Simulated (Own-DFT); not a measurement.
GaN (wurtzite, strained, atoms displaced) (calculated)

A calculation, not a measurement: plane-wave PBE density functional theory by an unreviewed code, no spin, of a simulated periodic cell, stress positive in tension, free energy of the whole cell less one offset for each atom, forces on such cells passed a denser k mesh, this cell's mesh not checked; offsets are fitted by least squares, one for each functional and potential file, so energies compare only between cells with the same atoms and settings and are not formation energies; the far tail of each file's local potential was reset to the Coulomb form; each entry is a single point on an unrelaxed cell, so the pressure reflects the starting lattice, mostly measured values (interpolated for alloys), from which strain is counted, and rises with the displacements; printed positions are rounded, which can move forces by about a meV/angstrom; the program, named Own-DFT, is a retired in-house code; no spin-orbit coupling. Program: Own-DFT development build.

### GaN (wurtzite, strained, atoms displaced)

```
cell vectors (Å)
  12.7560     0.0000     0.0000
  -4.7835     8.2853     0.0000
   0.0000     0.0000    10.6292
atoms (fractions of the cell vectors)
Ga  0.08568  0.22435  0.00135
Ga  0.16865  0.10466  0.25225
N   0.09011  0.22458  0.18297
N   0.17349  0.11628  0.43040
Ga  0.08659  0.22092  0.50112
Ga  0.16816  0.11974  0.75054
N   0.07978  0.22043  0.69379
N   0.16014  0.11774  0.93808
Ga  0.08637  0.56016  0.99521
Ga  0.17175  0.43948  0.24646
N   0.07610  0.55286  0.19413
N   0.17184  0.45211  0.43960
Ga  0.08138  0.54727  0.49404
Ga  0.15984  0.43039  0.74506
N   0.07849  0.54965  0.68241
N   0.16766  0.44912  0.94450
Ga  0.08855  0.88692  0.00354
Ga  0.16431  0.77989  0.24205
N   0.08088  0.88425  0.18751
N   0.17271  0.77849  0.43725
Ga  0.08008  0.88359  0.50390
Ga  0.16825  0.77804  0.75273
N   0.08851  0.89576  0.68640
N   0.17364  0.78618  0.94113
Ga  0.32976  0.20804  0.00229
Ga  0.41369  0.10353  0.24433
N   0.33469  0.22531  0.18932
N   0.41663  0.10432  0.44127
Ga  0.32884  0.21625  0.49206
Ga  0.42124  0.11831  0.74530
N   0.32992  0.22113  0.68946
N   0.42028  0.10079  0.94108
Ga  0.32981  0.56353  0.99623
Ga  0.41892  0.45263  0.24951
N   0.33271  0.54661  0.19070
N   0.41448  0.45000  0.43975
Ga  0.33084  0.54462  0.50486
Ga  0.41858  0.43659  0.76132
N   0.32998  0.54847  0.68198
N   0.40975  0.44663  0.93633
Ga  0.33085  0.88700  0.99802
Ga  0.41361  0.77303  0.24727
N   0.32847  0.89460  0.18923
N   0.42497  0.77930  0.43608
Ga  0.33007  0.89169  0.50511
Ga  0.41674  0.77027  0.74183
N   0.33818  0.88330  0.68303
N   0.41399  0.78210  0.93970
Ga  0.58817  0.22212  0.99941
Ga  0.66592  0.11405  0.25492
N   0.58023  0.21006  0.18873
N   0.65714  0.10225  0.44471
Ga  0.57897  0.21543  0.49630
Ga  0.67558  0.12409  0.74832
N   0.58271  0.22758  0.69199
N   0.66300  0.10674  0.94112
Ga  0.59022  0.55871  0.99719
Ga  0.67309  0.44231  0.24532
N   0.58676  0.55484  0.18845
N   0.66253  0.43687  0.43630
Ga  0.58368  0.55677  0.49877
Ga  0.66790  0.44997  0.74322
N   0.58645  0.56113  0.68475
N   0.67540  0.45367  0.93726
Ga  0.58724  0.89012  0.00430
Ga  0.66785  0.78315  0.24892
N   0.58159  0.88620  0.18856
N   0.65287  0.77251  0.44307
Ga  0.58383  0.89258  0.50160
Ga  0.66370  0.77646  0.75488
N   0.57982  0.88702  0.68277
N   0.66889  0.77915  0.94306
Ga  0.83407  0.21661  0.00047
Ga  0.90893  0.10596  0.25651
N   0.83275  0.22325  0.18709
N   0.91726  0.11413  0.43213
Ga  0.83179  0.22441  0.49897
Ga  0.91457  0.10458  0.74173
N   0.83562  0.23162  0.69298
N   0.91927  0.11623  0.93904
Ga  0.83251  0.55816  0.00114
Ga  0.92125  0.44867  0.25306
N   0.83189  0.55485  0.18622
N   0.91639  0.45026  0.43272
Ga  0.83397  0.55335  0.49982
Ga  0.91507  0.44517  0.74706
N   0.83787  0.55655  0.69331
N   0.92103  0.44239  0.94121
Ga  0.83482  0.89099  0.00135
Ga  0.91432  0.77093  0.24444
N   0.83783  0.87941  0.18859
N   0.91684  0.77854  0.44639
Ga  0.83633  0.88665  0.50551
Ga  0.91632  0.76528  0.75578
N   0.83627  0.87675  0.68836
N   0.92128  0.77698  0.93060
```

Settings of this run: functional PBE, potential files PseudoDojo norm-conserving, scalar-relativistic, standard set with the stringent files for Ga, wave cutoff 96 hartree, occupations Gaussian, smearing width 0.01 eV and k mesh 3 x 4 x 3 centred on Gamma.

Results for GaN (wurtzite, strained, atoms displaced): free energy of cell above offsets -5.131 eV; pressure 2.64 GPa; stress xx -6.16 GPa; stress yy -4.72 GPa; stress zz 2.97 GPa; stress yz -0.47 GPa; stress xz 0.15 GPa; stress xy -0.03 GPa.

Force:
| element | x (eV/Å) | y (eV/Å) | z (eV/Å) |
| --- | --- | --- | --- |
| Ga | -1.169 | 0.686 | 0.563 |
| Ga | -0.738 | 0.846 | -1.15 |
| N | -0.885 | -1.198 | 1.142 |
| N | -1.833 | -1.444 | 1.118 |
| Ga | -0.274 | 0.57 | -0.606 |
| Ga | 0.337 | -1.351 | 0.68 |
| N | 0.187 | -1.149 | -1.87 |
| N | 2.526 | -1.534 | -0.436 |
| Ga | -0.517 | -0.542 | 1.134 |
| Ga | -1.53 | 0.222 | 0.78 |
| N | 2.428 | 0.857 | -1.391 |
| N | -0.247 | -1.937 | -0.724 |
| Ga | -0.009 | 1.608 | 0.518 |
| Ga | -0.024 | 2.979 | 1.084 |
| N | 0.502 | 0.481 | 0.526 |
| N | -0.356 | -0.594 | -1.479 |
| Ga | -1.633 | 0.848 | -0.7 |
| Ga | 0.776 | -1.022 | 1.851 |
| N | -0.44 | 0.463 | -0.295 |
| N | -1.83 | -0.489 | -0.453 |
| Ga | 1.346 | 0.34 | -0.405 |
| Ga | 0.375 | 0.033 | -1.006 |
| N | -0.202 | -0.532 | 0.693 |
| N | -1.095 | -1.171 | -1.018 |
| Ga | -0.298 | 1.357 | -0.183 |
| Ga | -0.136 | 1.661 | 1.295 |
| N | 0.39 | -0.473 | -0.195 |
| N | -1.021 | 0.879 | -0.962 |
| Ga | 1.696 | 1.467 | 1.002 |
| Ga | -0.565 | -1.665 | 0.826 |
| N | 0.717 | 0.098 | -0.646 |
| N | -1.104 | 1.881 | -0.915 |
| Ga | 1.222 | -0.428 | 0.709 |
| Ga | 1.424 | -1.011 | 0.598 |
| N | -0.846 | 1.876 | -1.432 |
| N | 1.664 | -1.66 | -0.789 |
| Ga | -0.279 | 2.314 | -0.683 |
| Ga | -0.756 | 0.872 | -1.875 |
| N | 0.239 | -0.503 | 1.807 |
| N | 1.601 | -0.421 | 1.247 |
| Ga | 1.385 | 0.442 | 1.05 |
| Ga | -0.213 | 0.273 | 1.178 |
| N | 1.117 | -1.955 | -1.157 |
| N | -2.028 | -0.67 | -0.096 |
| Ga | 1.664 | -1.288 | -0.966 |
| Ga | -0.368 | 0.046 | 0.92 |
| N | -1.308 | 0.818 | 1.334 |
| N | 1.36 | -0.294 | -0.625 |
| Ga | -0.687 | 0.27 | 0.304 |
| Ga | 0.603 | -0.921 | -0.094 |
| N | -0.285 | 1.444 | -0.425 |
| N | 1.707 | 2.067 | -1.116 |
| Ga | -0.367 | 0.809 | 0.927 |
| Ga | -1.657 | -1.878 | 0.761 |
| N | 1.085 | 0.133 | -0.913 |
| N | 1.263 | 0.563 | -0.965 |
| Ga | -1.365 | -0.805 | 0.917 |
| Ga | -1.873 | -0.712 | 0.789 |
| N | -0.07 | 0.141 | -0.338 |
| N | 0.561 | 0.726 | 0.013 |
| Ga | -0.445 | -0.633 | -0.064 |
| Ga | 0.244 | 0.036 | 0.787 |
| N | -0.343 | -0.669 | 0.665 |
| N | -1.045 | -1.463 | -0.632 |
| Ga | -1.208 | -0.39 | -0.217 |
| Ga | 0.262 | -1.103 | 0.824 |
| N | 0.11 | 0.605 | -0.146 |
| N | 3.005 | 0.962 | -1.241 |
| Ga | -0.553 | -1.433 | 0.32 |
| Ga | 0.169 | 0.568 | -0.652 |
| N | 1.23 | 0.975 | 1.411 |
| N | -0.036 | 0.223 | -0.797 |
| Ga | -0.604 | 0.823 | 0.136 |
| Ga | 1.37 | 0.463 | -2.016 |
| N | -0.075 | -0.344 | 0.64 |
| N | 0.068 | -0.287 | 2.126 |
| Ga | -0.227 | -0.102 | 0.052 |
| Ga | -0.518 | -0.311 | 1.523 |
| N | 1 | -1.502 | -1.683 |
| N | 0.222 | -1.091 | -0.756 |
| Ga | 1.788 | -0.007 | -0.217 |
| Ga | -1.227 | -1.029 | -0.78 |
| N | 1.07 | -0.213 | -0.166 |
| N | 0.238 | -1.08 | 0.824 |
| Ga | -0.923 | 0.176 | 0.438 |
| Ga | 1.154 | 0.597 | 1.626 |
| N | -0.973 | -0.876 | -1.594 |
| N | -1.147 | 0.272 | -0.602 |
| Ga | 0.941 | 0.276 | -0.32 |
| Ga | 0.742 | 0.195 | 1.57 |
| N | -1.981 | 1.461 | -0.289 |
| N | 0.104 | -0.546 | -1.587 |
| Ga | -1.561 | -0.212 | -0.559 |
| Ga | 0.475 | 1.94 | -0.981 |
| N | -1.242 | 1 | 0.334 |
| N | -0.256 | 0.299 | 2.165 |
